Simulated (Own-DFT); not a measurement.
# How strain changes the stress of diamond-structure GeSn with randomly placed atoms, 64 atoms (Ge60Sn4)

These are calculations, not measurements. The program, named Own-DFT, is a retired in-house plane-wave density functional code that no person has reviewed. Each row is one single-point run on a periodic cell that was not relaxed, without spin or spin-orbit coupling.

Settings of every run: PBE; PseudoDojo norm-conserving scalar-relativistic files; cutoff 49 hartree; 3 x 3 x 3 k mesh centred on Gamma; Fermi-Dirac smearing of 0.1 eV.

Known limits: forces on such cells moved up to 12 meV/angstrom on a denser k mesh; stress not checked against mesh or cutoff.

Unstrained cell vectors in Å: (11.420, 0.000, 0.000); (0.000, 11.420, 0.000); (0.000, 0.000, 11.420). The unstrained cell has measured lattice constants (interpolated for alloys), not those of this functional. That, the random moves and any unrelaxed bonds set the pressure at no strain. Each run strains this cell uniformly, with the atoms carried along. Every atom was also moved at random, by a Gaussian of width 0.05 Å on each axis. The random placing of the alloy's atoms differs from row to row. Strain is the symmetric tensor, in per cent. Stress is positive in tension, and the pressure is minus a third of its trace.

```
run,e_xx (%),e_yy (%),e_zz (%),s_xx (GPa),s_yy (GPa),s_zz (GPa),P (GPa),E (meV/atom)
1,1.25,1.25,0.00,-2.82,-2.86,-3.65,3.11,0.0
2,-0.75,-0.75,0.00,-6.45,-6.18,-5.98,6.20,32.6
3,-2.75,-2.75,0.00,-10.33,-10.47,-8.42,9.74,73.4
4,-1.25,-1.25,0.00,-7.37,-7.36,-6.34,7.02,39.8
5,-1.50,-1.50,0.00,-7.39,-7.58,-6.46,7.14,25.2
6,0.25,0.25,0.00,-4.29,-4.34,-4.57,4.40,1.2
7,-0.25,-0.25,0.00,-5.25,-5.17,-5.08,5.16,7.6
8,2.75,2.75,0.00,-0.78,-0.76,-2.41,1.32,3.4
9,-1.75,-1.75,0.00,?,?,?,?,?
```

E is the free energy for each atom above the lowest run shown.

## Worked fit

The change of volume is close to e_xx + e_yy + e_zz. A straight line through the runs shown gives P = 5.11 - 76 x (fractional change of volume) GPa, with an error of 4 on the slope and a scatter of 0.35 GPa. The strain isn't the same on all axes, but the crystal is cubic, so the slope still estimates the bulk modulus, averaged over pressures from 1.3 to 9.7 GPa.

## Withheld run

Question: what pressure should run 9 give? Its volume changes by -3.47 %.

The line gives 7.7 GPa. The calculation gave 7.83 GPa.
